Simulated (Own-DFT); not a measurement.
## Calculated data, GaP (zincblende, atoms displaced), GaP (zincblende, strained, atoms displaced)

Computed with Own-DFT development build. A calculation, not a measurement: plane-wave PBE density functional theory by an unreviewed code, no spin, of a simulated periodic cell, stress positive in tension, free energy of the whole cell less one offset for each atom, forces on such cells passed a denser k mesh, this cell's mesh not checked; offsets are fitted by least squares, one for each functional and potential file, so energies compare only between cells with the same atoms and settings and are not formation energies; the far tail of each file's local potential was reset to the Coulomb form; each entry is a single point on an unrelaxed cell, so the pressure reflects the starting lattice, mostly measured values (interpolated for alloys), from which strain is counted, and rises with the displacements; printed positions are rounded, which can move forces by about a meV/angstrom; the program, named Own-DFT, is a retired in-house code; no spin-orbit coupling; before rounding, a Quantum ESPRESSO 7.3.1 run of the same cell and cutoff gave forces within 1 meV/angstrom rms on each cell, which checks the program and not the settings.

Settings shared by all entries: functional PBE; potential files PseudoDojo norm-conserving, scalar-relativistic, standard set; wave cutoff 42 hartree; occupations Fermi-Dirac; smearing width 0.1 eV.

(1) 
```cif
# cell vector a (Å): 16.3515 0.0000 0.0000
# cell vector b (Å): 0.0000 10.9010 0.0000
# cell vector c (Å): 0.0000 0.0000 10.9010
data_GaP
_symmetry_space_group_name_H-M 'P 1'
_symmetry_Int_Tables_number 1
_cell_length_a 16.3515
_cell_length_b 10.9010
_cell_length_c 10.9010
_cell_angle_alpha 90.000
_cell_angle_beta 90.000
_cell_angle_gamma 90.000
_cell_volume 1943.08
loop_
_atom_site_label
_atom_site_type_symbol
_atom_site_fract_x
_atom_site_fract_y
_atom_site_fract_z
_atom_site_occupancy
Ga1 Ga 0.00328 0.99884 0.99281 1
Ga2 Ga 0.00610 0.24740 0.25281 1
Ga3 Ga 0.16790 0.99628 0.24206 1
Ga4 Ga 0.16759 0.23921 0.98073 1
P1 P 0.08715 0.11603 0.12469 1
P2 P 0.09269 0.37480 0.37152 1
P3 P 0.24844 0.12360 0.37921 1
P4 P 0.26114 0.36602 0.12841 1
Ga5 Ga 0.00807 0.98345 0.50185 1
Ga6 Ga 0.00958 0.26399 0.75555 1
Ga7 Ga 0.17173 0.99296 0.76135 1
Ga8 Ga 0.17033 0.24694 0.50028 1
P5 P 0.07918 0.13216 0.62042 1
P6 P 0.08328 0.38904 0.87862 1
P7 P 0.25147 0.11757 0.86960 1
P8 P 0.24523 0.37042 0.61763 1
Ga9 Ga 0.98884 0.49046 0.00919 1
Ga10 Ga 0.00279 0.74856 0.25452 1
Ga11 Ga 0.16639 0.49441 0.25908 1
Ga12 Ga 0.17362 0.75499 0.00521 1
P9 P 0.08183 0.61886 0.13733 1
P10 P 0.08070 0.89832 0.37197 1
P11 P 0.25097 0.62229 0.37927 1
P12 P 0.26265 0.86254 0.12296 1
Ga13 Ga 0.01032 0.50425 0.48919 1
Ga14 Ga 0.00215 0.74522 0.73709 1
Ga15 Ga 0.16607 0.50949 0.75202 1
Ga16 Ga 0.16868 0.74266 0.50358 1
P13 P 0.08877 0.62121 0.61930 1
P14 P 0.08548 0.86452 0.86558 1
P15 P 0.24987 0.62276 0.88849 1
P16 P 0.24797 0.86503 0.63404 1
Ga17 Ga 0.33456 0.00254 0.00428 1
Ga18 Ga 0.33703 0.24144 0.25809 1
Ga19 Ga 0.50547 0.98117 0.24991 1
Ga20 Ga 0.49000 0.26423 0.98911 1
P17 P 0.42742 0.12935 0.13204 1
P18 P 0.42132 0.37819 0.37861 1
P19 P 0.58576 0.13597 0.38314 1
P20 P 0.58087 0.38434 0.12757 1
Ga21 Ga 0.33549 0.99301 0.49119 1
Ga22 Ga 0.32669 0.24149 0.73790 1
Ga23 Ga 0.49872 0.99077 0.74171 1
Ga24 Ga 0.49946 0.24287 0.51746 1
P21 P 0.41851 0.12485 0.61661 1
P22 P 0.41321 0.36005 0.88058 1
P23 P 0.57145 0.12457 0.84943 1
P24 P 0.58873 0.37210 0.64104 1
Ga25 Ga 0.33618 0.50362 0.97638 1
Ga26 Ga 0.34273 0.74639 0.26299 1
Ga27 Ga 0.50440 0.50760 0.24929 1
Ga28 Ga 0.50150 0.74318 0.99673 1
P25 P 0.42350 0.62125 0.12811 1
P26 P 0.41271 0.87932 0.37464 1
P27 P 0.58918 0.62615 0.36375 1
P28 P 0.58680 0.86562 0.12010 1
Ga29 Ga 0.33072 0.50683 0.49692 1
Ga30 Ga 0.34048 0.74872 0.74500 1
Ga31 Ga 0.49697 0.51096 0.74258 1
Ga32 Ga 0.48907 0.74193 0.49768 1
P29 P 0.42458 0.62925 0.62003 1
P30 P 0.42213 0.90174 0.86705 1
P31 P 0.58557 0.61996 0.87119 1
P32 P 0.57868 0.86462 0.62256 1
Ga33 Ga 0.66204 0.99684 0.01641 1
Ga34 Ga 0.67070 0.26389 0.24561 1
Ga35 Ga 0.82999 0.99206 0.25235 1
Ga36 Ga 0.83601 0.24853 0.99679 1
P33 P 0.75029 0.12826 0.11830 1
P34 P 0.75195 0.36734 0.36201 1
P35 P 0.91751 0.12130 0.36914 1
P36 P 0.90997 0.36514 0.11734 1
Ga37 Ga 0.66917 0.99994 0.50928 1
Ga38 Ga 0.66558 0.24584 0.75432 1
Ga39 Ga 0.83313 0.00452 0.75166 1
Ga40 Ga 0.83901 0.25460 0.48268 1
P37 P 0.75004 0.12059 0.62521 1
P38 P 0.74667 0.37015 0.87696 1
P39 P 0.92327 0.13892 0.87219 1
P40 P 0.92437 0.37331 0.62774 1
Ga41 Ga 0.67687 0.50728 0.99567 1
Ga42 Ga 0.65999 0.74725 0.26101 1
Ga43 Ga 0.82559 0.50332 0.26375 1
Ga44 Ga 0.82652 0.74154 0.99080 1
P41 P 0.73931 0.64251 0.12696 1
P42 P 0.75180 0.86838 0.38477 1
P43 P 0.90765 0.62716 0.37666 1
P44 P 0.92702 0.86597 0.13257 1
Ga45 Ga 0.67387 0.48164 0.52331 1
Ga46 Ga 0.66910 0.75610 0.74699 1
Ga47 Ga 0.83312 0.50159 0.74598 1
Ga48 Ga 0.83908 0.74828 0.48736 1
P45 P 0.74168 0.62998 0.62690 1
P46 P 0.76129 0.87138 0.87069 1
P47 P 0.92355 0.60481 0.85886 1
P48 P 0.91511 0.88066 0.61062 1
_calc_k_mesh '2 x 3 x 3 centred on Gamma'
_calc_free_energy_of_cell_above_offsets '-40.591'  # eV
_calc_pressure 4.58  # GPa
_calc_stress_xx -4.61  # GPa
_calc_stress_yy -4.64  # GPa
_calc_stress_zz -4.48  # GPa
_calc_stress_yz 0.43  # GPa
_calc_stress_xz 0.31  # GPa
_calc_stress_xy -0.31  # GPa
```

Force:
| element | x (eV/Å) | y (eV/Å) | z (eV/Å) |
| --- | --- | --- | --- |
| Ga | -0.337 | -0.386 | 0.364 |
| Ga | -0.581 | -0.082 | -0.608 |
| Ga | 1.445 | 0.004 | 0.073 |
| Ga | -0.176 | 1.231 | 1.786 |
| P | -0.191 | 1.082 | -1.179 |
| P | -1.585 | -1.22 | 0.929 |
| P | 0.369 | -0.809 | -0.754 |
| P | -1.234 | 0.74 | -0.94 |
| Ga | -1.952 | 3.228 | 1.424 |
| Ga | -0.405 | -0.672 | -0.556 |
| Ga | -1.149 | 0.215 | -1.622 |
| Ga | -1.094 | -0.52 | -0.186 |
| P | 0.949 | -0.923 | 0.791 |
| P | 0.743 | -0.469 | 0.621 |
| P | 0.69 | 0.181 | 0.428 |
| P | 0.882 | 1.549 | 1.246 |
| Ga | 1.331 | 0.946 | -0.274 |
| Ga | 0.227 | -0.157 | 0.872 |
| Ga | 1.842 | 0.502 | -2.11 |
| Ga | -1.496 | -0.605 | 0.228 |
| P | 0.374 | 0.088 | -1.041 |
| P | 2.294 | -3.99 | -1.413 |
| P | -0.359 | 0.904 | -0.956 |
| P | -0.699 | 0.941 | 0.982 |
| Ga | -1.459 | -0.664 | 0.406 |
| Ga | -0.693 | 0.171 | -0.066 |
| Ga | 0.723 | -0.892 | 0.144 |
| Ga | -0.038 | 1.509 | -0.808 |
| P | -0.75 | 0.345 | 0.095 |
| P | -0.233 | 0.162 | 1.061 |
| P | -0.31 | 1.241 | -2.472 |
| P | 0.794 | 0.626 | -1.148 |
| Ga | 0.878 | 0.71 | 0.285 |
| Ga | 0.464 | 0.462 | -0.013 |
| Ga | 0.372 | 1.871 | 0.092 |
| Ga | 4.029 | -2.985 | 3.095 |
| P | -0.78 | -0.887 | -0.282 |
| P | -0.092 | -0.028 | 0.423 |
| P | 0.34 | -1.243 | -0.745 |
| P | 0.782 | -0.651 | -1.531 |
| Ga | -1.561 | 1.116 | 1.781 |
| Ga | 0.725 | 0.263 | 0.164 |
| Ga | 1.07 | 1.231 | -2.344 |
| Ga | 1.413 | 2.15 | -1.719 |
| P | -1.775 | -1.731 | 1.176 |
| P | -2.609 | 3.21 | -4.561 |
| P | 1.173 | 0.427 | 2.934 |
| P | -1.826 | 0.141 | -0.822 |
| Ga | 0.838 | -1.391 | 3.12 |
| Ga | -0.861 | -1.183 | -1.327 |
| Ga | -0.22 | -0.906 | 0.629 |
| Ga | -0.193 | 0.65 | -0.556 |
| P | -1.454 | 0.539 | -1.004 |
| P | 1.725 | -0.759 | -0.063 |
| P | -1.984 | -1.976 | 3.662 |
| P | -0.818 | -0.526 | 0.9 |
| Ga | 1.092 | -1.421 | 0.676 |
| Ga | -0.2 | 0.508 | 1.295 |
| Ga | 1.067 | -1.87 | 1.399 |
| Ga | 2.949 | 1.726 | -2.219 |
| P | -3.091 | -1.609 | 0.963 |
| P | -2.038 | -3.69 | 2.285 |
| P | 0.032 | 0.688 | -0.012 |
| P | 0.354 | 0.39 | -0.638 |
| Ga | 0.709 | 1.163 | -2.417 |
| Ga | -1.882 | -1.833 | -1.122 |
| Ga | 0.535 | 0.193 | -0.644 |
| Ga | -1.04 | -0.585 | -0.865 |
| P | -0.067 | -0.465 | 0.819 |
| P | -0.177 | 1.093 | 2.829 |
| P | 0.591 | -0.452 | 0.276 |
| P | 0.547 | 0.855 | 2.822 |
| Ga | -0.985 | -0.36 | -0.71 |
| Ga | 0.746 | -0.726 | 0.137 |
| Ga | 1.112 | 0.499 | -0.333 |
| Ga | 0.371 | -0.631 | 1.522 |
| P | 0.704 | 1.416 | 0.074 |
| P | 1.15 | 0.193 | -0.369 |
| P | -0.192 | -1.404 | -0.181 |
| P | -0.956 | 0.684 | -1.43 |
| Ga | -1.511 | -0.541 | 0.671 |
| Ga | 1.72 | 2.516 | -1.087 |
| Ga | 0.5 | 0.646 | -2.518 |
| Ga | 2.413 | -0.546 | 0.976 |
| P | 1.748 | -1.447 | 0.025 |
| P | -1.169 | 0.807 | -1.021 |
| P | 3.122 | -1.594 | -1.088 |
| P | -2.057 | 0.894 | -1.835 |
| Ga | -0.206 | 0.559 | -2.119 |
| Ga | -0.809 | 0.154 | 0.921 |
| Ga | -0.837 | -0.964 | -0.698 |
| Ga | -1.63 | 0.725 | 2.592 |
| P | 2.321 | -0.321 | -0.658 |
| P | -2.1 | 0.997 | 0.093 |
| P | -0.367 | 1.954 | 1.348 |
| P | -0.034 | -0.982 | 1.632 |

(2) 
```cif
# cell vector a (Å): 10.8620 0.0000 0.0000
# cell vector b (Å): 0.0000 10.8620 0.0000
# cell vector c (Å): 0.0000 0.0000 10.9361
data_GaP
_symmetry_space_group_name_H-M 'P 1'
_symmetry_Int_Tables_number 1
_cell_length_a 10.8620
_cell_length_b 10.8620
_cell_length_c 10.9361
_cell_angle_alpha 90.000
_cell_angle_beta 90.000
_cell_angle_gamma 90.000
_cell_volume 1290.27
loop_
_atom_site_label
_atom_site_type_symbol
_atom_site_fract_x
_atom_site_fract_y
_atom_site_fract_z
_atom_site_occupancy
Ga1 Ga 0.00491 0.00410 0.99649 1
Ga2 Ga 0.00731 0.25357 0.25720 1
Ga3 Ga 0.25148 0.99970 0.24465 1
Ga4 Ga 0.25929 0.24546 0.00058 1
P1 P 0.12316 0.12569 0.12555 1
P2 P 0.12358 0.36759 0.36591 1
P3 P 0.37127 0.12148 0.37740 1
P4 P 0.37766 0.37561 0.11535 1
Ga5 Ga 0.00096 0.99959 0.51154 1
Ga6 Ga 0.99715 0.24636 0.75769 1
Ga7 Ga 0.24920 0.99878 0.75027 1
Ga8 Ga 0.25468 0.25361 0.50770 1
P5 P 0.12154 0.12390 0.61820 1
P6 P 0.13084 0.37095 0.86778 1
P7 P 0.37444 0.13108 0.87308 1
P8 P 0.37445 0.37649 0.62018 1
Ga9 Ga 0.00043 0.50685 0.99396 1
Ga10 Ga 0.00128 0.74740 0.25574 1
Ga11 Ga 0.25586 0.51525 0.24902 1
Ga12 Ga 0.24790 0.74944 0.99790 1
P9 P 0.12638 0.62825 0.12456 1
P10 P 0.12411 0.87127 0.37366 1
P11 P 0.37851 0.61659 0.37763 1
P12 P 0.37558 0.87992 0.11833 1
Ga13 Ga 0.00188 0.50258 0.50006 1
Ga14 Ga 0.00015 0.75041 0.75957 1
Ga15 Ga 0.24403 0.51009 0.75349 1
Ga16 Ga 0.25916 0.74601 0.49058 1
P13 P 0.12967 0.62797 0.62516 1
P14 P 0.12985 0.88291 0.87168 1
P15 P 0.37249 0.62442 0.87122 1
P16 P 0.37817 0.88190 0.61446 1
Ga17 Ga 0.50577 0.99873 0.99734 1
Ga18 Ga 0.49873 0.25246 0.24642 1
Ga19 Ga 0.74842 0.99984 0.25879 1
Ga20 Ga 0.75703 0.25087 0.00037 1
P17 P 0.61155 0.12362 0.12741 1
P18 P 0.62723 0.38208 0.37444 1
P19 P 0.86828 0.12390 0.37521 1
P20 P 0.87505 0.37188 0.13931 1
Ga21 Ga 0.50187 0.99919 0.49562 1
Ga22 Ga 0.50031 0.24876 0.74945 1
Ga23 Ga 0.75230 0.00632 0.74606 1
Ga24 Ga 0.74427 0.24726 0.50451 1
P21 P 0.62616 0.13059 0.62246 1
P22 P 0.62641 0.37584 0.87232 1
P23 P 0.87891 0.12335 0.87958 1
P24 P 0.88393 0.37230 0.62538 1
Ga25 Ga 0.50177 0.49864 0.99849 1
Ga26 Ga 0.49138 0.75558 0.24988 1
Ga27 Ga 0.75061 0.50164 0.24532 1
Ga28 Ga 0.74772 0.75294 0.00044 1
P25 P 0.62208 0.63089 0.12218 1
P26 P 0.61972 0.86792 0.36714 1
P27 P 0.87545 0.63003 0.36433 1
P28 P 0.87259 0.87870 0.11858 1
Ga29 Ga 0.50112 0.49898 0.50144 1
Ga30 Ga 0.49770 0.74926 0.75268 1
Ga31 Ga 0.75683 0.50635 0.75395 1
Ga32 Ga 0.74467 0.75010 0.50206 1
P29 P 0.62166 0.62230 0.61995 1
P30 P 0.62450 0.87774 0.86505 1
P31 P 0.87457 0.62946 0.87859 1
P32 P 0.87002 0.87604 0.62097 1
_calc_k_mesh '3 x 3 x 3 centred on Gamma'
_calc_free_energy_of_cell_above_offsets '-33.053'  # eV
_calc_pressure 3.61  # GPa
_calc_stress_xx -3.87  # GPa
_calc_stress_yy -3.8  # GPa
_calc_stress_zz -3.15  # GPa
_calc_stress_yz -0.51  # GPa
_calc_stress_xz -0.25  # GPa
_calc_stress_xy -1.39  # GPa
```

Force:
| element | x (eV/Å) | y (eV/Å) | z (eV/Å) |
| --- | --- | --- | --- |
| Ga | -0.119 | -0.558 | 0.641 |
| Ga | -1.645 | -1.764 | -1.05 |
| Ga | -0.404 | -0.069 | 0.484 |
| Ga | -1.27 | 0.512 | 0.13 |
| P | 0.384 | 0.307 | -0.1 |
| P | 2.025 | 2.277 | 1.981 |
| P | 0.29 | 0.728 | -0.383 |
| P | -0.35 | 0.544 | 1.288 |
| Ga | -0.562 | -0.445 | -1.837 |
| Ga | 0.602 | 0.125 | -0.937 |
| Ga | 0.629 | 0.825 | -1.128 |
| Ga | -0.862 | -0.608 | -1.308 |
| P | 0.724 | 0.721 | 1.595 |
| P | -0.357 | 0.289 | 1.12 |
| P | 0.486 | -1.377 | -0.306 |
| P | 0.239 | 0.623 | 1.404 |
| Ga | 0.367 | -1.41 | 0.808 |
| Ga | 0.062 | 1.007 | -1.401 |
| Ga | -0.692 | -2.036 | -0.729 |
| Ga | 0.278 | 0.376 | -0.029 |
| P | -0.339 | 0.082 | -0.2 |
| P | 0.371 | 0.608 | 0.287 |
| P | 0.546 | 1.003 | -0.34 |
| P | -0.303 | -0.563 | 0.009 |
| Ga | 0.084 | -0.179 | -0.615 |
| Ga | 0.159 | 0.487 | -1.165 |
| Ga | 0.459 | -1.165 | -0.715 |
| Ga | -0.725 | 0.672 | 0.711 |
| P | -0.645 | 0.607 | -0.394 |
| P | -0.557 | -0.991 | 0.594 |
| P | 0.413 | 0.211 | 0.777 |
| P | -0.419 | -1.011 | 1.204 |
| Ga | -0.505 | 0.207 | -0.577 |
| Ga | -0.464 | 0.305 | 0.845 |
| Ga | -0.385 | -0.156 | -1.362 |
| Ga | -0.877 | 0.009 | 0.706 |
| P | 2.004 | 0.052 | -0.229 |
| P | -0.181 | -0.731 | -0.089 |
| P | 1.088 | 0.257 | 0.686 |
| P | 0.514 | 0.289 | -1.835 |
| Ga | 0.543 | 0.398 | -0.339 |
| Ga | -0.061 | 0.6 | -0.29 |
| Ga | -0.044 | -0.113 | 0.049 |
| Ga | 1.024 | 1.212 | -0.874 |
| P | -0.791 | -1.023 | 0.518 |
| P | 0.485 | 0.006 | 0.08 |
| P | -0.701 | 0.028 | -0.412 |
| P | -0.964 | 0.339 | 0.127 |
| Ga | 0.209 | 0.378 | -0.347 |
| Ga | -0.114 | -0.805 | -0.603 |
| Ga | -0.46 | 0.479 | 0.22 |
| Ga | -0.231 | 0.429 | -0.219 |
| P | -0.204 | -0.383 | 0.241 |
| P | 0.569 | 0.639 | 1.11 |
| P | -0.7 | -0.82 | 1.751 |
| P | 0.519 | 0.028 | 0.8 |
| Ga | 0.173 | -0.647 | -0.201 |
| Ga | -0.147 | 0.268 | -1.098 |
| Ga | -0.402 | -0.813 | -0.935 |
| Ga | 0.199 | -0.181 | -0.857 |
| P | 0.462 | 0.344 | 1.165 |
| P | 0.391 | -0.092 | 0.595 |
| P | -0.173 | 0.165 | 0.037 |
| P | 0.357 | -0.495 | 0.944 |

(3) 
```cif
# cell vector a (Å): 10.8620 0.0000 0.0000
# cell vector b (Å): 0.0000 10.8620 0.0000
# cell vector c (Å): 0.0000 0.0000 10.9361
data_GaP
_symmetry_space_group_name_H-M 'P 1'
_symmetry_Int_Tables_number 1
_cell_length_a 10.8620
_cell_length_b 10.8620
_cell_length_c 10.9361
_cell_angle_alpha 90.000
_cell_angle_beta 90.000
_cell_angle_gamma 90.000
_cell_volume 1290.27
loop_
_atom_site_label
_atom_site_type_symbol
_atom_site_fract_x
_atom_site_fract_y
_atom_site_fract_z
_atom_site_occupancy
Ga1 Ga 0.99938 0.00476 0.00088 1
Ga2 Ga 0.99498 0.24281 0.25597 1
Ga3 Ga 0.25304 0.99997 0.25153 1
Ga4 Ga 0.24591 0.25213 0.99671 1
P1 P 0.12261 0.12038 0.12897 1
P2 P 0.12631 0.37233 0.37055 1
P3 P 0.37581 0.11764 0.37975 1
P4 P 0.37438 0.37017 0.12977 1
Ga5 Ga 0.99229 0.99647 0.49946 1
Ga6 Ga 0.99660 0.24832 0.75068 1
Ga7 Ga 0.24742 0.99768 0.74420 1
Ga8 Ga 0.25174 0.24454 0.50404 1
P5 P 0.12393 0.11434 0.62594 1
P6 P 0.13108 0.37502 0.86797 1
P7 P 0.36990 0.12575 0.87144 1
P8 P 0.37388 0.37487 0.62292 1
Ga9 Ga 0.99414 0.49982 0.99445 1
Ga10 Ga 0.99623 0.74802 0.25569 1
Ga11 Ga 0.24636 0.50272 0.24950 1
Ga12 Ga 0.24849 0.74639 0.99290 1
P9 P 0.12773 0.63023 0.12329 1
P10 P 0.12264 0.88032 0.37053 1
P11 P 0.37493 0.62546 0.37383 1
P12 P 0.37901 0.86971 0.13045 1
Ga13 Ga 0.00264 0.49450 0.50197 1
Ga14 Ga 0.99633 0.75631 0.74861 1
Ga15 Ga 0.24771 0.50579 0.74608 1
Ga16 Ga 0.24938 0.75124 0.50374 1
P13 P 0.13003 0.62695 0.61839 1
P14 P 0.12493 0.87714 0.87158 1
P15 P 0.37256 0.62407 0.86622 1
P16 P 0.37406 0.86841 0.63049 1
Ga17 Ga 0.50133 0.00658 0.00039 1
Ga18 Ga 0.50022 0.25250 0.25462 1
Ga19 Ga 0.74940 0.99430 0.25997 1
Ga20 Ga 0.74788 0.25493 0.99978 1
P17 P 0.63215 0.12091 0.12921 1
P18 P 0.62717 0.37156 0.37701 1
P19 P 0.87742 0.12079 0.37048 1
P20 P 0.87641 0.37185 0.12084 1
Ga21 Ga 0.50252 0.99684 0.49949 1
Ga22 Ga 0.50571 0.24975 0.75470 1
Ga23 Ga 0.74771 0.00058 0.75585 1
Ga24 Ga 0.75165 0.24749 0.50041 1
P21 P 0.62503 0.12291 0.61838 1
P22 P 0.62529 0.37197 0.87806 1
P23 P 0.87921 0.12345 0.88315 1
P24 P 0.87879 0.37763 0.61700 1
Ga25 Ga 0.50170 0.50484 0.00243 1
Ga26 Ga 0.49931 0.74914 0.24043 1
Ga27 Ga 0.74940 0.49991 0.25752 1
Ga28 Ga 0.74720 0.74936 0.99623 1
P25 P 0.62322 0.62546 0.13117 1
P26 P 0.63605 0.87210 0.37973 1
P27 P 0.87698 0.62154 0.37829 1
P28 P 0.87999 0.88397 0.12982 1
Ga29 Ga 0.49287 0.50424 0.49190 1
Ga30 Ga 0.50553 0.74735 0.74786 1
Ga31 Ga 0.75415 0.50206 0.74868 1
Ga32 Ga 0.74503 0.74707 0.50147 1
P29 P 0.63142 0.62605 0.62764 1
P30 P 0.62910 0.88452 0.87091 1
P31 P 0.86993 0.63034 0.87178 1
P32 P 0.87586 0.87339 0.62519 1
_calc_k_mesh '3 x 3 x 3 centred on Gamma'
_calc_free_energy_of_cell_above_offsets '-33.763'  # eV
_calc_pressure 3.48  # GPa
_calc_stress_xx -3.68  # GPa
_calc_stress_yy -3.68  # GPa
_calc_stress_zz -3.08  # GPa
_calc_stress_yz 1.03  # GPa
_calc_stress_xz -0.31  # GPa
_calc_stress_xy -0.25  # GPa
```

Force:
| element | x (eV/Å) | y (eV/Å) | z (eV/Å) |
| --- | --- | --- | --- |
| Ga | 0.731 | -0.837 | 0.272 |
| Ga | 0.797 | 0.878 | -1.049 |
| Ga | -0.022 | -0.191 | -0.311 |
| Ga | 0.186 | -0.408 | 0.698 |
| P | 0.598 | 0.737 | -0.344 |
| P | -0.11 | -0.301 | 0.576 |
| P | 0.198 | 0.69 | -0.358 |
| P | -0.099 | 0.665 | -0.614 |
| Ga | 0.753 | 0.06 | -0.073 |
| Ga | 0.432 | -0.113 | -0.242 |
| Ga | 0.529 | -0.2 | 0.634 |
| Ga | -0.387 | 0.047 | -0.208 |
| P | -0.676 | 1.137 | -0.529 |
| P | -1.065 | 0.4 | 0.254 |
| P | 0.341 | -0.148 | 0.198 |
| P | 0.43 | 0.108 | 0.363 |
| Ga | 0.825 | 0.154 | 0.151 |
| Ga | 0.402 | 0.334 | -0.656 |
| Ga | 0.304 | -0.223 | -0.243 |
| Ga | 0.371 | 0.593 | 0.287 |
| P | -0.891 | -0.588 | -0.054 |
| P | 0.198 | -0.747 | 0.817 |
| P | -0.434 | 0.812 | -0.501 |
| P | -0.876 | 1.076 | -1.589 |
| Ga | 0.806 | 0.609 | -0.797 |
| Ga | 0.758 | -0.673 | -0.052 |
| Ga | 0.235 | -0.698 | -0.468 |
| Ga | 0.179 | 0.55 | -1.147 |
| P | -1.349 | -0.167 | 0.801 |
| P | -0.202 | -0.034 | 0.526 |
| P | 0.852 | 0.109 | 0.905 |
| P | 0.593 | 0.557 | -0.624 |
| Ga | -0.269 | -0.336 | 0.186 |
| Ga | 0.124 | -0.92 | -0.228 |
| Ga | 0.398 | 0.45 | -1.082 |
| Ga | 0.332 | -0.913 | 0.434 |
| P | -0.598 | 0.591 | 0.098 |
| P | -0.279 | 0.465 | 0.243 |
| P | -0.877 | 0.167 | 1.253 |
| P | -0.135 | 0.459 | 0.871 |
| Ga | -0.26 | -0.71 | 0.197 |
| Ga | -0.666 | -0.171 | -0.832 |
| Ga | 1.166 | 0.848 | -1.21 |
| Ga | 0.269 | -0.089 | -0.326 |
| P | 0.246 | 0.214 | 1.123 |
| P | 0.13 | 1.052 | -0.408 |
| P | -1.024 | 0.779 | -1.033 |
| P | -0.651 | -0.796 | 1.291 |
| Ga | -0.645 | -0.553 | -0.082 |
| Ga | 0.438 | -0.011 | 1.84 |
| Ga | 0.348 | -0.368 | -0.731 |
| Ga | 0.084 | 0.861 | 0.921 |
| P | 0.906 | -0.29 | -0.86 |
| P | -1.938 | -0.317 | -0.429 |
| P | -0.205 | 0.11 | 0.287 |
| P | -0.689 | -1.317 | -0.42 |
| Ga | 0.949 | -0.678 | 1 |
| Ga | -0.013 | 0.406 | 0.44 |
| Ga | -0.181 | -0.721 | 0.042 |
| Ga | 1.311 | -0.151 | 0.265 |
| P | -1.068 | -0.764 | -0.512 |
| P | -1.291 | -1.414 | 1.02 |
| P | 0.671 | -0.351 | 0.102 |
| P | -0.99 | 0.281 | -0.087 |
